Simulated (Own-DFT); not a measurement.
# Computed records: GaP (zincblende, atoms displaced)

All values are calculated (Own-DFT development build). A calculation, not a measurement: plane-wave PBE density functional theory by an unreviewed code, no spin, of a simulated periodic cell, stress positive in tension, free energy of the whole cell less one offset for each atom, forces on such cells passed a denser k mesh, this cell's mesh not checked; offsets are fitted by least squares, one for each functional and potential file, so energies compare only between cells with the same atoms and settings and are not formation energies; the far tail of each file's local potential was reset to the Coulomb form; each entry is a single point on an unrelaxed cell, so the pressure reflects the starting lattice, mostly measured values (interpolated for alloys), from which strain is counted, and rises with the displacements; printed positions are rounded, which can move forces by about a meV/angstrom; the program, named Own-DFT, is a retired in-house code; no spin-orbit coupling.

Common to all runs: functional PBE; potential files PseudoDojo norm-conserving, scalar-relativistic, standard set; wave cutoff 42 hartree; occupations Fermi-Dirac; smearing width 0.1 eV; k mesh 2 x 3 x 3 centred on Gamma.

(1) GaP (zincblende, atoms displaced)

```
CELL_PARAMETERS angstrom
16.35150 0.00000 0.00000
0.00000 10.90100 0.00000
0.00000 0.00000 10.90100
ATOMIC_POSITIONS crystal
Ga 0.99289 0.00259 0.99933
Ga 0.01013 0.25044 0.25044
Ga 0.16924 0.00601 0.24226
Ga 0.16855 0.23142 0.00102
P 0.08790 0.14167 0.11909
P 0.07988 0.36773 0.38974
P 0.24622 0.13280 0.38687
P 0.24905 0.37626 0.13556
Ga 0.99714 0.99950 0.49998
Ga 0.01201 0.24917 0.75446
Ga 0.17061 0.00964 0.76415
Ga 0.16304 0.26134 0.49750
P 0.08007 0.14225 0.63040
P 0.09068 0.35755 0.88572
P 0.24882 0.12814 0.87662
P 0.25295 0.36008 0.61877
Ga 0.99509 0.50270 0.01628
Ga 0.01196 0.74391 0.24472
Ga 0.15805 0.51474 0.25797
Ga 0.16594 0.76484 0.00767
P 0.07985 0.63033 0.11996
P 0.08720 0.88141 0.38506
P 0.25231 0.61454 0.38274
P 0.25297 0.87742 0.11688
Ga 0.98351 0.49963 0.51228
Ga 0.00113 0.75555 0.74356
Ga 0.17149 0.48515 0.74575
Ga 0.15203 0.75547 0.50447
P 0.09367 0.63364 0.62614
P 0.10353 0.89761 0.86913
P 0.24965 0.63699 0.88747
P 0.25300 0.88518 0.63431
Ga 0.33154 0.99467 0.98433
Ga 0.33508 0.24665 0.26508
Ga 0.49679 0.98972 0.23926
Ga 0.49371 0.25349 0.98477
P 0.41747 0.12764 0.10979
P 0.41330 0.38231 0.37018
P 0.58345 0.13292 0.34864
P 0.58152 0.37251 0.12603
Ga 0.33152 0.00155 0.49753
Ga 0.33154 0.26354 0.75050
Ga 0.49888 0.99304 0.74799
Ga 0.49657 0.24063 0.50109
P 0.41818 0.11989 0.61274
P 0.41435 0.38088 0.87253
P 0.57721 0.12595 0.87883
P 0.59231 0.38396 0.63409
Ga 0.34174 0.49669 0.00921
Ga 0.33566 0.76027 0.24136
Ga 0.49675 0.51141 0.25110
Ga 0.49184 0.75008 0.99125
P 0.41592 0.63593 0.13378
P 0.40975 0.87815 0.35346
P 0.58336 0.62037 0.36609
P 0.58630 0.87774 0.13731
Ga 0.34272 0.50371 0.48882
Ga 0.32587 0.74673 0.75190
Ga 0.49601 0.50766 0.75008
Ga 0.50258 0.73353 0.50281
P 0.42081 0.61212 0.61459
P 0.40593 0.87880 0.87717
P 0.58041 0.62729 0.88678
P 0.58127 0.87255 0.62658
Ga 0.67645 0.00570 0.00071
Ga 0.65862 0.23525 0.24864
Ga 0.82969 0.99319 0.25215
Ga 0.83046 0.25428 0.98508
P 0.74735 0.12388 0.12048
P 0.74653 0.37739 0.37177
P 0.91815 0.13269 0.37267
P 0.91381 0.39913 0.13024
Ga 0.65784 0.00315 0.49942
Ga 0.66210 0.25968 0.74399
Ga 0.81566 0.99712 0.76326
Ga 0.83213 0.25520 0.49056
P 0.75019 0.13462 0.61889
P 0.75119 0.38458 0.87032
P 0.92559 0.12443 0.86930
P 0.91666 0.34451 0.61637
Ga 0.65525 0.49291 0.99075
Ga 0.66511 0.75638 0.24078
Ga 0.83695 0.48798 0.25164
Ga 0.83247 0.74742 0.98512
P 0.76093 0.62294 0.12050
P 0.74058 0.87449 0.37871
P 0.91589 0.63617 0.37527
P 0.91607 0.87302 0.11973
Ga 0.66588 0.50703 0.49529
Ga 0.67484 0.74734 0.72132
Ga 0.83778 0.50895 0.74787
Ga 0.83442 0.73432 0.49007
P 0.74132 0.61214 0.61669
P 0.73851 0.86882 0.88327
P 0.91644 0.62320 0.88219
P 0.91893 0.87861 0.64223
```

- free energy of cell above offsets: -37.064 eV
- pressure: 5.24 GPa
- stress xx: -5.26 GPa
- stress yy: -5.12 GPa
- stress zz: -5.34 GPa
- stress yz: 0.39 GPa
- stress xz: 0.92 GPa
- stress xy: 0.4 GPa

Force:
```tsv
element	x (eV/Å)	y (eV/Å)	z (eV/Å)
Ga	1.84	-0.153	0.276
Ga	-1.379	0.793	-0.023
Ga	0.141	0.266	0.601
Ga	2.244	2.718	-0.017
P	-2.189	-3.279	1.663
P	-1.195	3.027	-1.575
P	0.102	-0.91	-0.976
P	-0.16	-0.165	-0.459
Ga	-0.197	0.803	0.884
Ga	-1.981	1.055	1.016
Ga	1.643	2.59	-4.507
Ga	0.54	-1.656	1.196
P	2.103	-3.063	-2.027
P	-0.912	2.658	-0.225
P	2.078	0.588	-0.47
P	0.218	2.364	-0.54
Ga	1.385	-0.047	-2.157
Ga	-1.949	2.152	1.61
Ga	0.715	-1.64	0.066
Ga	-0.358	-0.642	-0.996
P	1.784	-0.488	-0.685
P	-0.912	0.712	-2.345
P	-1.048	2.613	-0.779
P	-0.198	0.728	1.188
Ga	1.524	0.265	-0.338
Ga	1.47	-0.707	1.519
Ga	0.135	0.895	0.913
Ga	3.9	0.479	-0.515
P	-2.692	-2.817	1.831
P	-5.312	-3.927	3.341
P	-0.081	-2.124	-0.235
P	-0.83	-0.497	-0.992
Ga	-0.925	2.264	2.068
Ga	-0.496	-0.135	-1.626
Ga	-0.207	1.793	-0.161
Ga	0.69	0.246	1.309
P	-0.896	-0.59	1.128
P	1.97	-1.295	0.004
P	-4.044	-3.742	4.84
P	-0.835	0.089	-0.226
Ga	-0.16	-0.601	-0.433
Ga	0.575	-1.891	0.323
Ga	-0.502	0.64	0.59
Ga	1.539	1.876	-1.132
P	-0.511	-0.139	1.983
P	0.166	0.327	-0.551
P	1.359	-0.519	-1.086
P	-2.761	0.662	-1.924
Ga	-1.615	0.705	0.482
Ga	-2.215	-1.459	0.34
Ga	0.137	-1.411	-0.653
Ga	0.589	0.857	1.241
P	0.459	-0.891	-1.372
P	1.245	0.527	3.335
P	0.726	1	0.558
P	-0.601	0.188	-3.237
Ga	-1.704	-0.969	1.082
Ga	0.725	-0.055	-0.573
Ga	1.399	-0.657	0.65
Ga	0.043	1.508	-1.205
P	-1.196	1.65	1.462
P	2.52	-1.836	-2.241
P	-0.147	0.777	-2.408
P	-0.289	-0.21	-0.741
Ga	-2.983	-0.304	0.133
Ga	3.681	3.844	-2.989
Ga	0.301	0.451	0.014
Ga	0.867	-0.25	0.909
P	1.838	1.239	0.82
P	-0.274	-0.568	-0.275
P	-0.228	-1.136	-0.761
P	1.343	-4.901	-0.979
Ga	0.428	0.833	-0.382
Ga	1.458	-1.737	1.587
Ga	1.656	0.795	-0.858
Ga	-1.005	-0.865	-0.82
P	-0.853	-0.991	0.45
P	-0.651	-0.244	-0.345
P	-2.275	0.491	-0.142
P	0.475	2.829	2.449
Ga	1.76	-0.029	1.376
Ga	1.487	-1.872	0.604
Ga	-2.09	2.751	1.952
Ga	-0.128	0.55	1.414
P	-1.922	-0.076	0.283
P	1.117	-0.276	0.246
P	1.615	-2.179	-1.618
P	0.054	-0.476	0.53
Ga	-1.273	-1.794	-1.284
Ga	-1.556	0.913	2.588
Ga	-0.128	-1.39	-0.606
Ga	-1.776	2.559	2.098
P	3.527	0.714	0.412
P	0.586	-0.974	-1.533
P	1.445	0.351	-1.662
P	-1.961	0.439	-1.678
```

(2) GaP (zincblende, atoms displaced)

```
CELL_PARAMETERS angstrom
16.35150 0.00000 0.00000
0.00000 10.90100 0.00000
0.00000 0.00000 10.90100
ATOMIC_POSITIONS crystal
Ga 0.00125 0.00444 0.00193
Ga 0.99724 0.25242 0.26293
Ga 0.17164 0.00447 0.24930
Ga 0.15924 0.26254 0.00060
P 0.07835 0.12536 0.12429
P 0.08197 0.37500 0.37078
P 0.24908 0.11977 0.38146
P 0.23683 0.38810 0.11690
Ga 0.99817 0.00663 0.49478
Ga 0.99973 0.24965 0.74731
Ga 0.16827 0.00145 0.74767
Ga 0.15596 0.23456 0.51459
P 0.06686 0.10920 0.62817
P 0.08493 0.38139 0.88285
P 0.24459 0.14748 0.88094
P 0.25265 0.36785 0.61677
Ga 0.99145 0.50954 0.99722
Ga 0.98905 0.75227 0.25321
Ga 0.17082 0.48869 0.25062
Ga 0.17320 0.75006 0.99584
P 0.08123 0.63657 0.13624
P 0.09051 0.88097 0.38582
P 0.25456 0.62325 0.38897
P 0.24871 0.87521 0.12824
Ga 0.99632 0.48710 0.49188
Ga 0.98921 0.74601 0.73672
Ga 0.17915 0.49344 0.72869
Ga 0.15318 0.73461 0.47807
P 0.09274 0.63149 0.63410
P 0.08230 0.85303 0.87866
P 0.26253 0.62306 0.86862
P 0.24495 0.86527 0.62680
Ga 0.32720 0.00368 0.01443
Ga 0.32977 0.26569 0.24334
Ga 0.50145 0.99095 0.26291
Ga 0.50752 0.23721 0.99458
P 0.41121 0.12092 0.12410
P 0.42393 0.38363 0.36059
P 0.57960 0.11841 0.36839
P 0.57969 0.36933 0.11004
Ga 0.32969 0.00802 0.49129
Ga 0.31408 0.24467 0.72778
Ga 0.50432 0.99454 0.75700
Ga 0.49629 0.25977 0.50542
P 0.40716 0.13606 0.60416
P 0.41802 0.37251 0.87657
P 0.59168 0.11688 0.87730
P 0.57845 0.38269 0.62222
Ga 0.33433 0.51019 0.00992
Ga 0.34279 0.75606 0.24742
Ga 0.49336 0.50283 0.26939
Ga 0.49590 0.75963 0.99398
P 0.41048 0.61690 0.10638
P 0.41007 0.87668 0.37827
P 0.58856 0.62851 0.37323
P 0.57302 0.87224 0.13305
Ga 0.33291 0.48585 0.52153
Ga 0.33517 0.74253 0.74787
Ga 0.49511 0.49733 0.74915
Ga 0.49877 0.74961 0.50097
P 0.40730 0.61938 0.61889
P 0.41684 0.87601 0.86844
P 0.56968 0.60299 0.88362
P 0.59078 0.86685 0.62688
Ga 0.66970 0.01085 0.00553
Ga 0.66779 0.24688 0.24009
Ga 0.83779 0.00643 0.26019
Ga 0.83855 0.26718 0.99831
P 0.75410 0.12594 0.12949
P 0.75466 0.39822 0.37230
P 0.91722 0.13424 0.36972
P 0.91465 0.38656 0.13569
Ga 0.66226 0.00986 0.50253
Ga 0.66950 0.24863 0.74231
Ga 0.84036 0.99875 0.73470
Ga 0.83187 0.24082 0.48820
P 0.74406 0.12999 0.62465
P 0.75331 0.37554 0.87150
P 0.91946 0.10954 0.87564
P 0.92291 0.37750 0.63919
Ga 0.66932 0.50509 0.98290
Ga 0.66760 0.74721 0.25098
Ga 0.83365 0.49764 0.24906
Ga 0.83301 0.75900 0.98875
P 0.75716 0.61071 0.11417
P 0.75386 0.85894 0.36370
P 0.91645 0.62003 0.37607
P 0.92238 0.86566 0.12646
Ga 0.67410 0.50050 0.48500
Ga 0.67049 0.74798 0.74228
Ga 0.84130 0.50404 0.74652
Ga 0.83781 0.73095 0.49789
P 0.75191 0.62402 0.62259
P 0.75158 0.87372 0.88358
P 0.91090 0.60771 0.87772
P 0.91787 0.85644 0.62227
```

* free energy of cell above offsets: -37.243 eV
* pressure: 5.1 GPa
* stress xx: -5.15 GPa
* stress yy: -5.14 GPa
* stress zz: -5.01 GPa
* stress yz: -0.04 GPa
* stress xz: -0.82 GPa
* stress xy: 0.27 GPa

Force:
```tsv
element	x (eV/Å)	y (eV/Å)	z (eV/Å)
Ga	0.685	-2.134	-0.065
Ga	0.943	0.734	-2.381
Ga	-1.019	-0.105	-0.094
Ga	-0.219	-1.2	0.668
P	0.788	0.736	0.944
P	0.871	-0.787	1.08
P	-1.029	2.483	-1.386
P	2.734	-1.35	-0.564
Ga	-0.896	-1.975	-0.893
Ga	0.582	-0.309	1.92
Ga	-0.391	-0.73	0.994
Ga	0.091	0.326	-1.272
P	2.241	1.392	1.415
P	-1.053	0.861	-2.036
P	0.041	-2.136	-0.359
P	-3.282	-0.492	-1.426
Ga	2.506	-0.821	1.918
Ga	2.325	-0.403	1.233
Ga	-1.333	2.904	1.621
Ga	-0.221	-1.028	0.378
P	0.495	-1.13	-0.706
P	-2.117	1.139	-2.124
P	0.21	-0.754	-1.475
P	0.087	-0.543	0.07
Ga	0.827	0.996	1.228
Ga	2.683	-2.185	3.093
Ga	-1.261	1.21	2.519
Ga	1.683	-0.315	1.854
P	-1.715	-1.044	-0.935
P	-0.729	2.049	-0.92
P	-1.965	-0.802	0.687
P	0.534	0.677	-0.916
Ga	0.029	-0.028	-1.92
Ga	-0.234	-0.711	-0.141
Ga	-1.658	0.325	-0.916
Ga	-1.651	0.209	-0.073
P	1.393	0.876	0.955
P	-4.009	-3.456	3.779
P	0.735	1.838	1.21
P	0.966	1.058	1.645
Ga	-0.037	-2.215	1.609
Ga	3.364	-1.477	3.141
Ga	-0.043	0.456	-1.112
Ga	0.518	-0.354	-1.381
P	0.946	-0.88	2.064
P	-1.119	-0.929	-0.255
P	-0.605	0.74	-1.436
P	1.594	-0.272	-0.19
Ga	-2.569	-3.727	-3.184
Ga	-1.233	-1.496	-0.553
Ga	3.449	3.334	-4.465
Ga	0.268	-1.133	0.265
P	3.831	3.637	4.456
P	1.363	-0.048	0.634
P	-1.183	-0.289	0.412
P	1.845	-0.156	-0.934
Ga	0.987	1.054	-3.7
Ga	0.084	1.694	-0.53
Ga	-0.939	-0.17	-0.402
Ga	-0.043	-0.15	-0.035
P	2.457	0.783	0.86
P	-1.205	0.484	0.366
P	1.247	2.876	-0.775
P	-1.558	1.087	-0.623
Ga	0.146	-1.78	0.889
Ga	-0.74	1.001	0.435
Ga	-0.647	-1.721	-1.464
Ga	-0.047	-1.514	0.292
P	0.939	0.297	-0.386
P	-0.009	-4.358	-0.336
P	-0.152	-1.546	1.149
P	1.539	-1.653	-1.094
Ga	0.334	-1.447	-0.876
Ga	-1.196	1.409	1.298
Ga	-1.019	-0.385	0.928
Ga	-0.693	1.961	1.485
P	1.998	-1.092	-1.085
P	-0.219	-0.035	-1.135
P	-0.804	2.051	-0.502
P	-1.067	-0.658	-2.32
Ga	-0.049	-1.085	1.266
Ga	0.05	-0.404	-2.022
Ga	0.218	1.794	-0.322
Ga	1.14	-1.801	1.683
P	-1.067	1.834	0.157
P	0.568	1.774	1.828
P	0.514	-0.698	-0.513
P	-1.793	2.245	-1.081
Ga	-2.019	1.026	2.404
Ga	-0.082	-0.835	2.021
Ga	-2.17	-0.978	-0.641
Ga	-1.093	1.33	-0.086
P	0.006	-0.827	0.256
P	-1.198	1.362	-2.037
P	0.074	3.66	-0.635
P	-1.551	2.849	-2.398
```

(3) GaP (zincblende, atoms displaced)

```
CELL_PARAMETERS angstrom
16.35150 0.00000 0.00000
0.00000 10.90100 0.00000
0.00000 0.00000 10.90100
ATOMIC_POSITIONS crystal
Ga 0.99280 0.99916 0.99428
Ga 0.98703 0.24194 0.25560
Ga 0.16218 0.99454 0.25522
Ga 0.17183 0.26145 0.98419
P 0.09080 0.12031 0.12378
P 0.08622 0.38082 0.36744
P 0.24519 0.12456 0.38012
P 0.24986 0.37775 0.13159
Ga 0.99832 0.00701 0.49830
Ga 0.99299 0.27130 0.75157
Ga 0.16885 0.00368 0.75176
Ga 0.16140 0.24491 0.49866
P 0.08500 0.13012 0.61132
P 0.08566 0.37978 0.87830
P 0.26228 0.12448 0.87737
P 0.24780 0.38595 0.62545
Ga 0.00671 0.49573 0.99887
Ga 0.00251 0.74745 0.25504
Ga 0.17052 0.50342 0.25000
Ga 0.17652 0.75907 0.99733
P 0.07744 0.63961 0.13163
P 0.07775 0.85742 0.36717
P 0.24979 0.62886 0.38390
P 0.25337 0.87242 0.13186
Ga 0.01178 0.49886 0.49809
Ga 0.00086 0.76272 0.73504
Ga 0.16191 0.49348 0.75177
Ga 0.17603 0.74545 0.49138
P 0.08112 0.61293 0.61728
P 0.07026 0.85999 0.87369
P 0.25104 0.63124 0.86320
P 0.25247 0.87281 0.63622
Ga 0.32987 0.98683 0.02362
Ga 0.32737 0.24222 0.25014
Ga 0.50594 0.99034 0.24076
Ga 0.49873 0.25719 0.01728
P 0.40557 0.10902 0.12656
P 0.40795 0.36968 0.36480
P 0.58094 0.13375 0.37071
P 0.58907 0.36931 0.10766
Ga 0.34060 0.00174 0.49696
Ga 0.33636 0.25123 0.74191
Ga 0.48734 0.00457 0.74634
Ga 0.50341 0.25657 0.49317
P 0.42273 0.13511 0.63439
P 0.42522 0.38247 0.87891
P 0.58402 0.10389 0.88482
P 0.58468 0.38012 0.63085
Ga 0.33222 0.49325 0.00194
Ga 0.32611 0.75568 0.24936
Ga 0.51459 0.51620 0.25084
Ga 0.49060 0.76567 0.00346
P 0.41602 0.63026 0.12516
P 0.40767 0.86385 0.38130
P 0.58333 0.61336 0.37943
P 0.58308 0.87680 0.12257
Ga 0.32745 0.50137 0.50680
Ga 0.33142 0.75529 0.73750
Ga 0.49259 0.50970 0.76999
Ga 0.50241 0.76521 0.50970
P 0.41336 0.63588 0.63664
P 0.42311 0.88363 0.87880
P 0.58573 0.62909 0.88949
P 0.57897 0.87821 0.62758
Ga 0.66455 0.00039 0.99157
Ga 0.66267 0.23091 0.24294
Ga 0.82585 0.00813 0.24734
Ga 0.82216 0.24962 0.99099
P 0.73839 0.12359 0.10530
P 0.75774 0.36705 0.38501
P 0.90978 0.12512 0.36394
P 0.91960 0.36465 0.14026
Ga 0.66248 0.99461 0.49697
Ga 0.66534 0.24220 0.74719
Ga 0.83833 0.00315 0.76718
Ga 0.83534 0.24533 0.49577
P 0.75188 0.09746 0.62181
P 0.75357 0.38602 0.88024
P 0.90636 0.13136 0.88477
P 0.92036 0.38150 0.63579
Ga 0.66164 0.49084 0.99836
Ga 0.66907 0.75048 0.24606
Ga 0.83115 0.51231 0.24159
Ga 0.82438 0.75547 0.97993
P 0.75545 0.62777 0.11972
P 0.75212 0.87502 0.36798
P 0.92700 0.64270 0.37250
P 0.91804 0.87589 0.12203
Ga 0.67041 0.51122 0.50577
Ga 0.66402 0.76126 0.75032
Ga 0.82846 0.50203 0.73941
Ga 0.83258 0.75320 0.47591
P 0.75001 0.62952 0.62110
P 0.74793 0.87238 0.86459
P 0.91812 0.62493 0.86466
P 0.91229 0.87418 0.63490
```

- free energy of cell above offsets: -38.481 eV
- pressure: 5.06 GPa
- stress xx: -5.05 GPa
- stress yy: -5.08 GPa
- stress zz: -5.06 GPa
- stress yz: 0.61 GPa
- stress xz: -0.72 GPa
- stress xy: 0.35 GPa

Force:
```tsv
element	x (eV/Å)	y (eV/Å)	z (eV/Å)
Ga	1.013	0.344	0.614
Ga	3.698	0.13	-0.436
Ga	0.052	-0.093	0.152
Ga	0.533	-1.509	1.562
P	-1.232	0.81	-0.793
P	-0.514	-1.571	0.019
P	0.536	-0.743	-0.142
P	-0.052	-0.395	-0.962
Ga	-0.523	-1.22	-0.288
Ga	1.643	-2.731	1.432
Ga	-0.794	-0.148	0.451
Ga	1.197	2.143	-0.877
P	-1.405	-0.716	2.697
P	-0.545	-0.817	-0.583
P	-1.06	-0.117	0.052
P	-0.374	-2.123	0.376
Ga	-1.579	1.107	1.269
Ga	-1.434	1.116	-2.573
Ga	-0.834	1.033	-0.121
Ga	-1.621	-0.921	-0.284
P	2.442	-1.918	-1.889
P	2.182	2.88	2.552
P	1.442	-1.577	-2.301
P	-2.657	0.121	0.381
Ga	-2.249	-0.759	-1.113
Ga	-0.046	-2.877	-0.293
Ga	0.499	1.536	-0.412
Ga	-2.468	1.546	2.24
P	1.81	2.65	1.677
P	2.6	2.229	0.932
P	-0.137	-0.894	1.074
P	-1.396	1.833	-2.49
Ga	0.654	0.514	-3.639
Ga	-0.066	-0.345	-0.052
Ga	-1.802	1.089	1.683
Ga	-1.329	-2.336	-1.661
P	2.57	2.376	1.378
P	1.381	1.196	0.889
P	-0.381	-2.078	0.479
P	-0.38	0.177	3.871
Ga	-1.036	0.73	1.167
Ga	-0.412	1.263	0.979
Ga	2.365	-0.443	1.094
Ga	-0.696	0.92	0.662
P	-0.593	0.225	-2.821
P	-2.24	-2.263	1.011
P	-2.521	3.262	-2.419
P	-0.53	0.314	-0.08
Ga	0.192	1.001	-0.328
Ga	1.354	-2.134	0.848
Ga	-2.819	-2.596	-2.517
Ga	1.47	-1.7	0.51
P	-0.111	-0.196	0.456
P	1.991	0.747	-0.793
P	1.485	3.272	1.646
P	1.165	-1.039	-0.4
Ga	1.685	0.403	-0.634
Ga	0.89	-0.051	2.793
Ga	2.027	1.358	-1.842
Ga	-1.26	-2.235	-1.123
P	1.508	-1.631	-1.656
P	-2.902	-0.254	-0.582
P	-0.672	0.949	-0.866
P	0.508	1.153	0.553
Ga	0.969	-2.726	0.73
Ga	1.051	2.118	-0.056
Ga	0.265	-0.634	-1.768
Ga	0.796	0.865	1.865
P	1.704	-0.007	1.712
P	-1.865	1.637	-1.789
P	0.073	-1.347	2.018
P	-1.696	2.011	-2.864
Ga	0.027	0.065	-0.521
Ga	0.398	-0.354	0.448
Ga	-0.679	-0.795	-1.513
Ga	0.422	-0.543	1.957
P	0.256	2.166	0.375
P	-0.996	-0.472	-1.719
P	2.267	0.55	-0.679
P	-1.659	0.746	-3.241
Ga	1.83	1.892	-0.577
Ga	-0.348	-0.614	-0.014
Ga	1.509	-1.348	1.641
Ga	2.288	-1.138	1.405
P	-1.774	0.161	-0.785
P	-1.588	0.805	-0.144
P	-2.008	-3.241	1.25
P	-1.378	-0.231	0.371
Ga	-0.095	-2.143	-0.258
Ga	-0.48	-1.797	-0.419
Ga	0.656	0.454	0.985
Ga	0.682	-0.368	2.317
P	0.272	1.489	-0.043
P	-0.423	1.604	0.584
P	-0.122	-0.016	0.273
P	-0.571	1.217	-2.074
```

(4) GaP (zincblende, atoms displaced)

```
CELL_PARAMETERS angstrom
16.35150 0.00000 0.00000
0.00000 10.90100 0.00000
0.00000 0.00000 10.90100
ATOMIC_POSITIONS crystal
Ga 0.99735 0.99095 0.99149
Ga 0.98904 0.25573 0.26613
Ga 0.16631 0.01438 0.25791
Ga 0.17357 0.26562 0.99655
P 0.07893 0.12827 0.13624
P 0.09246 0.37273 0.37859
P 0.23728 0.12288 0.37081
P 0.24816 0.38454 0.11625
Ga 0.99058 0.00531 0.51229
Ga 0.01206 0.24380 0.75036
Ga 0.16844 0.99850 0.74716
Ga 0.16293 0.25755 0.50431
P 0.09173 0.12669 0.63579
P 0.08563 0.37109 0.87308
P 0.24633 0.13191 0.88675
P 0.25410 0.38687 0.62788
Ga 0.00110 0.49881 0.99619
Ga 0.00545 0.74614 0.25975
Ga 0.16736 0.48369 0.25825
Ga 0.16342 0.76761 0.01937
P 0.08437 0.61233 0.12458
P 0.08692 0.85769 0.37736
P 0.24859 0.61633 0.36974
P 0.25587 0.87426 0.12116
Ga 0.00530 0.50553 0.50824
Ga 0.00273 0.74820 0.74292
Ga 0.16645 0.49932 0.75663
Ga 0.17480 0.73512 0.50253
P 0.07893 0.62436 0.62081
P 0.08388 0.87406 0.88219
P 0.24897 0.62754 0.87131
P 0.25152 0.88194 0.64112
Ga 0.32053 0.98141 0.01174
Ga 0.32623 0.23486 0.23091
Ga 0.50055 0.00250 0.24503
Ga 0.51269 0.25675 0.00429
P 0.41378 0.13346 0.11815
P 0.40679 0.37233 0.37569
P 0.57452 0.12626 0.37220
P 0.57781 0.38425 0.12335
Ga 0.33643 0.00263 0.50266
Ga 0.33710 0.25424 0.76189
Ga 0.50195 0.00089 0.74821
Ga 0.50532 0.25460 0.50299
P 0.41550 0.12311 0.63059
P 0.41051 0.37542 0.86190
P 0.58069 0.11994 0.87715
P 0.58517 0.36447 0.61245
Ga 0.33442 0.49923 0.99821
Ga 0.34364 0.75700 0.24814
Ga 0.49504 0.50057 0.25987
Ga 0.49460 0.73857 0.00891
P 0.42466 0.64100 0.11733
P 0.42057 0.86920 0.37705
P 0.57823 0.62353 0.36430
P 0.58004 0.87991 0.12142
Ga 0.33592 0.51060 0.49464
Ga 0.33308 0.73652 0.75939
Ga 0.51024 0.49092 0.74952
Ga 0.51094 0.74260 0.49750
P 0.41161 0.61862 0.62764
P 0.42536 0.88578 0.85821
P 0.58341 0.62232 0.88063
P 0.57515 0.87438 0.63209
Ga 0.67688 0.99512 0.99545
Ga 0.65781 0.24998 0.24213
Ga 0.82662 0.99880 0.25433
Ga 0.82506 0.25355 0.98842
P 0.75967 0.13038 0.12526
P 0.75859 0.37023 0.37525
P 0.90403 0.11658 0.36183
P 0.90900 0.36498 0.11731
Ga 0.67341 0.98836 0.49593
Ga 0.67590 0.25352 0.75248
Ga 0.82264 0.00354 0.74082
Ga 0.83409 0.26072 0.48084
P 0.75079 0.13152 0.62410
P 0.75449 0.36909 0.89665
P 0.91216 0.12315 0.88833
P 0.91969 0.38405 0.62580
Ga 0.65636 0.49151 0.01038
Ga 0.66034 0.75558 0.24123
Ga 0.83096 0.49961 0.26077
Ga 0.83872 0.74433 0.00806
P 0.75302 0.61557 0.12163
P 0.73786 0.87112 0.39057
P 0.91882 0.63725 0.37688
P 0.92638 0.86574 0.13821
Ga 0.66761 0.49462 0.50172
Ga 0.65869 0.76723 0.74523
Ga 0.82827 0.50327 0.75215
Ga 0.83010 0.75000 0.48543
P 0.75748 0.62958 0.63180
P 0.76108 0.87796 0.88061
P 0.91744 0.61698 0.87041
P 0.90425 0.87425 0.63481
```

* free energy of cell above offsets: -37.617 eV
* pressure: 5.03 GPa
* stress xx: -4.83 GPa
* stress yy: -5.26 GPa
* stress zz: -5 GPa
* stress yz: -0.11 GPa
* stress xz: 0.07 GPa
* stress xy: -0.22 GPa

Force:
```tsv
element	x (eV/Å)	y (eV/Å)	z (eV/Å)
Ga	-0.106	0.954	1.768
Ga	0.938	-0.182	-1.383
Ga	-2.407	-3.151	-2.062
Ga	-1.841	-1.259	0.676
P	-0.035	0.421	-1.153
P	-3.495	-0.003	0.415
P	3.523	1.988	2.57
P	1.054	-0.288	1.374
Ga	0.566	-0.552	-0.546
Ga	-2.38	0.473	0.716
Ga	-0.161	0.427	2.081
Ga	1.715	-0.623	1.169
P	-1.078	-0.577	-1.982
P	-0.293	0.777	0.442
P	0.879	-1.379	-1.043
P	-0.322	-1.039	-0.286
Ga	-0.507	-0.794	0.183
Ga	0.446	-0.769	-1.129
Ga	0.479	1.609	-1.667
Ga	-0.305	-2.256	-1.113
P	0.261	0.787	0.799
P	0.661	2.1	1.043
P	1.001	0.957	-0.63
P	-2.786	-2.247	4.955
Ga	-1.231	-0.915	-1.731
Ga	-0.862	0.439	0.911
Ga	-0.175	0.266	-0.821
Ga	-0.454	1.327	0.516
P	2.301	0.692	1.337
P	0.117	-0.148	-1.467
P	-1.043	-0.118	2.143
P	1.02	-1.833	-1.87
Ga	4.387	4.499	-4.677
Ga	-0.829	1.442	1.566
Ga	-1.232	0.106	-0.086
Ga	-2.564	-1.055	-1.535
P	1.107	-1.77	-0.771
P	0.791	-0.684	-0.508
P	1.716	-0.402	0.355
P	-0.457	-0.575	2.515
Ga	-0.831	-0.339	-0.398
Ga	-2.268	-2.082	-1.966
Ga	0.057	1.736	-0.486
Ga	-2.805	-1.289	-1.155
P	0.496	1.064	-0.44
P	3.269	1.608	2.699
P	1.645	0.594	-0.156
P	1.574	1.447	2.391
Ga	0.381	1.062	-0.492
Ga	-1.282	-0.854	0.037
Ga	-1.263	-0.53	-0.781
Ga	3.791	4.531	-4.74
P	-4.329	-4.919	3.878
P	0.404	1.067	0.595
P	2.143	-0.278	0.809
P	0.55	-0.073	-0.765
Ga	-0.487	-0.873	0.242
Ga	1.083	1.943	-0.878
Ga	-1.213	0.359	-0.403
Ga	-2.083	-0.014	0.864
P	2.137	0.653	-0.105
P	-2.59	-2.665	3.08
P	0.299	0.3	-0.584
P	0.979	0.735	-2.128
Ga	-0.872	0.826	0.794
Ga	1.165	-0.348	0.466
Ga	-0.51	-2.182	-1.146
Ga	3.834	-3.447	2.966
P	-2.32	-0.487	0.078
P	-4.191	1.651	-1.541
P	2.152	1.085	2.718
P	1.055	1.504	1.098
Ga	-3.546	3.911	3.18
Ga	-1.139	-0.266	0.552
Ga	1.349	0.524	1.431
Ga	2.191	-2.166	3.206
P	-0.269	0.199	-1.514
P	-4.055	4.164	-4.198
P	0.473	-0.004	-2.188
P	-0.281	-1.446	0.02
Ga	2.375	1.678	-1.503
Ga	0.648	-0.725	-0.014
Ga	1.369	0.583	-1.256
Ga	0.657	-0.026	-0.187
P	-1.139	0.69	0.689
P	2.575	-2.358	-4.271
P	-0.118	-2.06	-0.032
P	-1.615	0.838	-0.819
Ga	0.764	0.883	-0.443
Ga	2.106	-1.725	1.74
Ga	0.792	-1.112	0.641
Ga	0.428	0.079	1.707
P	-2.307	0.476	-1.04
P	-1.207	-1.14	-0.551
P	0.286	0.944	0.313
P	1.298	-0.372	-1.093
```
